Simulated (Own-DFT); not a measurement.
# Response to strain: 4H SiC, 72 atoms (C36Si36)

Calculated results; nothing here was measured. They come from Own-DFT, an in-house plane-wave density functional program, since retired, whose code no person has reviewed. Each row is one single-point run on a periodic cell that was not relaxed, without spin or spin-orbit coupling.

Settings of every run: PBE; PseudoDojo norm-conserving scalar-relativistic files; cutoff 42 hartree; 4 x 4 x 3 k mesh centred on Gamma; Fermi-Dirac smearing of 0.1 eV.

Known limits: forces on such cells passed a denser k mesh, each cell not checked; stress not checked against mesh or cutoff.

Unstrained cell vectors in Å: (9.248, 0.000, 0.000); (-4.624, 8.009, 0.000); (0.000, 0.000, 10.068). The unstrained cell has measured lattice constants (interpolated for alloys), not those of this functional. That, the random moves and any unrelaxed bonds set the pressure at no strain. Each run strains this cell uniformly, with the atoms carried along. Every atom was also moved at random, by a Gaussian of width 0.05 Å on each axis. Strain is the symmetric tensor, in per cent. Stress is positive in tension, and the pressure is minus a third of its trace.

```
run  e_xx (%)  e_yy (%)  e_zz (%)  e_yz (%)  e_xz (%)  e_xy (%)  s_xx (GPa)  s_yy (GPa)  s_zz (GPa)  s_yz (GPa)  s_xz (GPa)  s_xy (GPa)  P (GPa)  E (meV/atom)
  1      1.29     -0.57      0.84     -1.57     -1.77     -0.78        2.56       -7.06       -1.38       -4.73       -5.48       -2.89     1.96          17.6
  2      0.46     -1.50      1.69      1.56      0.44      1.84       -2.83      -12.15        4.15        4.10        2.26        7.39     3.61           9.8
  3     -1.68     -0.58     -1.14     -0.53      1.68      0.02      -14.13      -10.16      -15.56       -2.40        5.69        0.70    13.28          21.7
  4      1.14     -1.89     -1.22      1.60      0.68     -1.53       -1.38      -16.24      -13.10        6.43        1.65       -5.97    10.24          30.5
  5     -0.29      1.36     -1.17     -0.78      1.18      1.60       -4.95        2.04      -14.56       -2.82        3.66        6.78     5.83          24.0
  6      1.80     -0.74      0.44     -0.26     -1.09     -1.93        3.73       -5.54       -3.71       -1.02       -3.60       -8.10     1.84           8.6
  7     -1.91     -0.43      1.44     -0.98     -0.54     -0.21      -14.26       -7.91        0.44       -2.83       -2.06       -1.54     7.24          16.9
  8     -0.63      1.59      1.22      1.91      0.77     -1.85       -5.80        2.73        0.30        6.37        3.10       -8.06     0.92          29.1
  9      1.11      0.92     -0.69     -1.48      1.87      0.16        1.01        2.13       -8.88       -5.22        5.51        1.15     1.91           6.9
 10     -0.57     -1.76      0.50     -0.91     -1.31      1.09       -9.12      -14.77       -5.09       -3.71       -3.89        4.54     9.66          30.7
 11      0.31     -0.76     -0.77     -0.17     -1.96      1.31       -6.51      -10.47       -9.01       -0.43       -6.79        6.75     8.66          40.3
 12      0.73      1.86      0.11      1.37      0.34      0.99        1.38        5.15       -4.85        4.81        0.69        4.68    -0.56           0.0
 13     -1.83      0.42      0.09     -1.19     -1.63     -1.10      -12.59       -5.80       -7.44       -4.21       -5.40       -4.38     8.61          32.7
 14      1.16     -0.92     -0.34     -1.93      1.86      1.88        0.51      -12.42       -8.67       -6.65        6.87        8.69     6.86          56.6
 15      1.13      1.26      0.94      1.31     -0.05      0.66        2.23        2.81       -0.87        5.02       -0.28        3.27    -1.39          17.0
 16     -1.92     -1.94     -1.76     -0.88      1.45     -0.48      -17.46      -21.72      -20.79       -3.48        5.68       -2.05    19.99          73.8
 17      1.89      0.10     -0.55      0.70     -0.92      1.05           ?           ?           ?           ?           ?           ?        ?             ?
```

E is the free energy for each atom above the lowest run shown.

## Worked fit

Each stress component was fitted by least squares to a constant and the strains of the runs shown, as fractions, with shears doubled. Shear strains stay in the fit of a normal stress only where such slopes are resolved. The slopes, in GPa:

```
stress  at no strain  per e_xx  per e_yy  per e_zz  scatter
  s_xx          -4.7  500 ± 16  105 ± 16   60 ± 20     0.79
  s_yy          -5.6  108 ± 29  571 ± 29   83 ± 36     1.44
  s_zz          -6.8   90 ± 20   22 ± 21  604 ± 25     1.01
```

Each shear stress against twice its own strain: yz 170 ± 6, xz 172 ± 6, xy 215 ± 4 GPa. These are stiffnesses along x, y and z of the frame in which the cell vectors are given, which need not be the crystal's axes. The atoms are held to the strained lattice; where symmetry lets them move under strain, relaxing them would lower some slopes. The table should be nearly symmetric about its diagonal, and what it lacks of that shows the noise. A ninth of its sum, 238 ± 6 GPa, estimates the bulk modulus near the mean pressure of these runs, 6.2 GPa, so it lies above the value at zero pressure.

## Withheld run

Question: what normal stresses and pressure should run 17 give?

The fit gives s_xx = 4.5, s_yy = -3.4, s_zz = -8.5 and P = 2.4 GPa. The calculation gave 5.70, -2.85, -9.25 and P = 2.13 GPa.
